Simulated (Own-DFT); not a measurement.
# Computed records: Al3GaN4 (wurtzite random alloy, atoms displaced)

All values are calculated (Own-DFT development build). A calculation, not a measurement: plane-wave density functional theory by an unreviewed code, no spin, of a simulated periodic cell, stress positive in tension, run twice, with PBE and with PBEsol, both on files made for PBE, so the change isn't that of files made for PBEsol, forces on such cells passed a denser k mesh, this cell's mesh not checked; the far tail of each file's local potential was reset to the Coulomb form; each entry is a single point on an unrelaxed cell, so the pressure reflects the starting lattice, mostly measured values (interpolated for alloys), from which strain is counted, and rises with the displacements; printed positions are rounded, which can move forces by about a meV/angstrom; the program, named Own-DFT, is a retired in-house code; no spin-orbit coupling; stress was not checked against mesh or cutoff.

Al3GaN4 (wurtzite random alloy, atoms displaced)

```
cell vectors (Å)
   9.3938     0.0000     0.0000
  -4.6969     8.1352     0.0000
   0.0000     0.0000    10.0655
atoms (fractions of the cell vectors)
Al  0.12567  0.22070  0.00074
Al  0.22144  0.10757  0.26152
N   0.10371  0.22789  0.20342
N   0.21071  0.10659  0.43561
Al  0.09898  0.21743  0.49013
Ga  0.21427  0.12338  0.74324
N   0.11806  0.22870  0.69069
N   0.21326  0.12770  0.93430
Al  0.09734  0.54939  0.00650
Al  0.20321  0.43449  0.26481
N   0.11121  0.56871  0.18472
N   0.22644  0.44553  0.43614
Ga  0.13331  0.56854  0.50839
Ga  0.22925  0.44214  0.74603
N   0.12537  0.55116  0.68626
N   0.23712  0.45125  0.94722
Al  0.10568  0.89226  0.00132
Al  0.24017  0.77847  0.25907
N   0.10008  0.88853  0.20515
N   0.22685  0.76588  0.44774
Ga  0.11916  0.90229  0.50177
Al  0.21829  0.78052  0.73919
N   0.11830  0.88855  0.68325
N   0.20755  0.77685  0.92556
Al  0.45283  0.23476  0.99469
Al  0.53757  0.10671  0.25513
N   0.45581  0.22925  0.19073
N   0.56058  0.11958  0.43827
Al  0.45128  0.22677  0.51243
Al  0.54238  0.10405  0.75549
N   0.44103  0.21829  0.68753
N   0.56192  0.10480  0.93666
Ga  0.44781  0.54712  0.98343
Al  0.55757  0.44128  0.25464
N   0.44180  0.54119  0.18010
N   0.54760  0.43913  0.44305
Al  0.44467  0.56075  0.50219
Al  0.55731  0.45351  0.73717
N   0.45440  0.55283  0.67890
N   0.53995  0.44609  0.92669
Al  0.43498  0.87388  0.99669
Al  0.54863  0.77851  0.23658
N   0.43651  0.86973  0.18464
N   0.55942  0.77187  0.44175
Al  0.43755  0.87214  0.51186
Al  0.55651  0.76824  0.75506
N   0.45044  0.90228  0.68615
N   0.54186  0.76514  0.95026
Ga  0.78044  0.22330  0.99330
Al  0.89125  0.09836  0.24194
N   0.77459  0.22108  0.19461
N   0.88983  0.10683  0.43082
Al  0.78176  0.23945  0.48599
Al  0.89567  0.12359  0.74674
N   0.78227  0.21867  0.69605
N   0.89499  0.10515  0.94333
Al  0.78710  0.56771  0.99326
Al  0.89240  0.43510  0.24620
N   0.77854  0.56272  0.17882
N   0.87620  0.43685  0.42800
Ga  0.77485  0.56617  0.50755
Ga  0.88470  0.44692  0.75344
N   0.77313  0.55074  0.68745
N   0.88559  0.44219  0.94796
Al  0.79037  0.89681  0.98961
Al  0.87596  0.77549  0.24436
N   0.78184  0.89318  0.20035
N   0.89998  0.77522  0.43335
Ga  0.76132  0.88308  0.50254
Al  0.88584  0.76958  0.75096
N   0.77082  0.90430  0.69368
N   0.89498  0.77449  0.93403
```

Settings of this run: functional PBE, then PBEsol, potential files PseudoDojo norm-conserving, scalar-relativistic, standard set, wave cutoff 42 hartree, occupations Fermi-Dirac, smearing width 0.1 eV and k mesh 4 x 4 x 3 centred on Gamma.

Results for Al3GaN4 (wurtzite random alloy, atoms displaced): PBE pressure 10.46 GPa; PBE stress xx -8.9 GPa; PBE stress yy -12.11 GPa; PBE stress zz -10.38 GPa; PBE stress yz 0.53 GPa; PBE stress xz -0.71 GPa; PBE stress xy 1.91 GPa; PBEsol pressure 7.32 GPa; PBEsol stress xx -5.78 GPa; PBEsol stress yy -8.98 GPa; PBEsol stress zz -7.21 GPa; PBEsol stress yz 0.5 GPa; PBEsol stress xz -0.7 GPa; PBEsol stress xy 1.9 GPa; rms change of force components from PBE to PBEsol 0.08 eV/Å.

Force:
```tsv
force element	PBE force x (eV/Å)	PBE force y (eV/Å)	PBE force z (eV/Å)	PBEsol force x (eV/Å)	PBEsol force y (eV/Å)	PBEsol force z (eV/Å)
Al	-6.392	4.124	3.433	-6.44	4.16	3.459
Al	-0.535	0.979	-2.865	-0.522	1	-2.9
N	2.409	-1.216	-2.107	2.422	-1.218	-2.09
N	1.458	3.062	2.106	1.466	2.842	2.214
Al	1.001	0.641	0.661	1.015	0.654	0.699
Ga	3.758	-2.795	1.283	3.68	-2.706	1.263
N	-3.86	-0.199	-3.192	-3.615	-0.114	-3.043
N	6.959	-4.412	-0.619	6.992	-4.429	-0.834
Al	2.58	1.355	-1.509	2.597	1.355	-1.541
Al	1.572	2.262	-4.392	1.543	2.3	-4.42
N	0.794	-1.423	1.972	0.798	-1.406	1.982
N	0.456	-0.555	2.696	0.334	-0.461	2.791
Ga	-2.151	-4.861	-1.414	-2.084	-4.74	-1.366
Ga	0.266	0.863	2.267	0.258	0.829	2.205
N	-2.559	1.629	2.186	-2.477	1.473	2.07
N	-5.19	-2.417	-1.618	-4.946	-2.285	-1.676
Al	1.584	0.698	0.637	1.583	0.717	0.642
Al	-3.806	-1.169	-0.246	-3.83	-1.159	-0.227
N	2.103	0.526	-2.262	2.091	0.495	-2.217
N	-0.232	4.706	-2.252	-0.353	4.485	-2.104
Ga	-0.159	-2.672	-1.297	-0.183	-2.61	-1.247
Al	1.87	-0.619	1.272	1.895	-0.635	1.239
N	-2.573	-0.032	1.851	-2.596	0.135	1.677
N	0.863	0.045	1.703	0.842	0.025	1.688
Al	-0.092	-1.375	0.498	-0.088	-1.383	0.489
Al	3.163	0.058	-0.729	3.169	0.011	-0.753
N	-2.112	-1.356	-1.146	-2.128	-1.333	-1.147
N	-1.077	-1.876	0.867	-1.07	-1.876	0.878
Al	-0.424	-0.833	-3.113	-0.446	-0.859	-3.121
Al	1.671	1.607	-0.918	1.666	1.635	-0.924
N	0.38	1.138	1.829	0.224	1.067	1.915
N	-2.772	-0.556	0.715	-2.584	-0.464	0.802
Ga	-2.503	2.269	5.153	-2.467	2.214	5.05
Al	-0.391	1.439	-0.846	-0.362	1.444	-0.836
N	-0.775	1.05	2.401	-0.796	1.029	2.231
N	-0.295	0.524	0.225	-0.176	0.61	0.287
Al	0.755	-1.543	-2.558	0.737	-1.542	-2.546
Al	1.123	-2.971	1.612	1.123	-2.998	1.609
N	-1.667	1.983	1.265	-1.812	1.908	1.319
N	7.519	-2.423	-2.437	7.235	-2.244	-2.331
Al	-1.367	0.942	-0.426	-1.386	0.946	-0.427
Al	3.381	-2.706	1.109	3.404	-2.704	1.115
N	-1.267	3.432	-0.337	-1.265	3.445	-0.362
N	-3.885	-0.831	-1.762	-3.664	-0.688	-1.703
Al	1.262	2.558	-2.233	1.278	2.562	-2.248
Al	-1.413	1.583	0.07	-1.441	1.549	0.072
N	0.116	-3.127	1.702	0.132	-3.125	1.724
N	2.131	3.259	-2.501	2.16	3.018	-2.415
Ga	0.529	-1.518	2.076	0.5	-1.484	2.024
Al	-2.427	2.765	1.454	-2.442	2.766	1.435
N	0.214	-1.626	-0.633	0.209	-1.644	-0.737
N	-1.623	0.535	0.988	-1.656	0.372	1.009
Al	1.144	-4.051	1.726	1.159	-4.087	1.776
Al	0.605	-0.935	1.045	0.646	-0.917	1.064
N	-2.363	1.222	-1.411	-2.406	1.36	-1.37
N	0.518	2.101	-1.181	0.401	2.212	-1.143
Al	-1.251	-2.473	1.526	-1.281	-2.493	1.489
Al	-1.804	1.845	-0.4	-1.803	1.876	-0.434
N	0.101	-1.179	0.612	0.12	-1.198	0.617
N	0.887	3.455	0.822	0.835	3.61	0.882
Ga	1.23	-1.132	-3.535	1.222	-1.109	-3.453
Ga	1.98	-1.242	-0.361	1.929	-1.248	-0.357
N	-0.161	1.426	2.188	0.003	1.335	2.024
N	-0.578	1.538	-1.35	-0.59	1.318	-1.438
Al	-1.431	-2.356	1.674	-1.44	-2.404	1.689
Al	1.872	-0.897	1.413	1.861	-0.904	1.409
N	-1.648	-2.335	-3.192	-1.659	-2.351	-3.184
N	-1.905	0.523	0.558	-1.858	0.499	0.707
Ga	3.673	2.238	-0.146	3.572	2.198	-0.149
Al	0.044	2.016	-1.459	0.042	2.026	-1.495
N	2.139	-2.058	1.071	2.127	-2.046	0.905
N	-1.42	1.371	-0.215	-1.403	1.383	-0.212
```
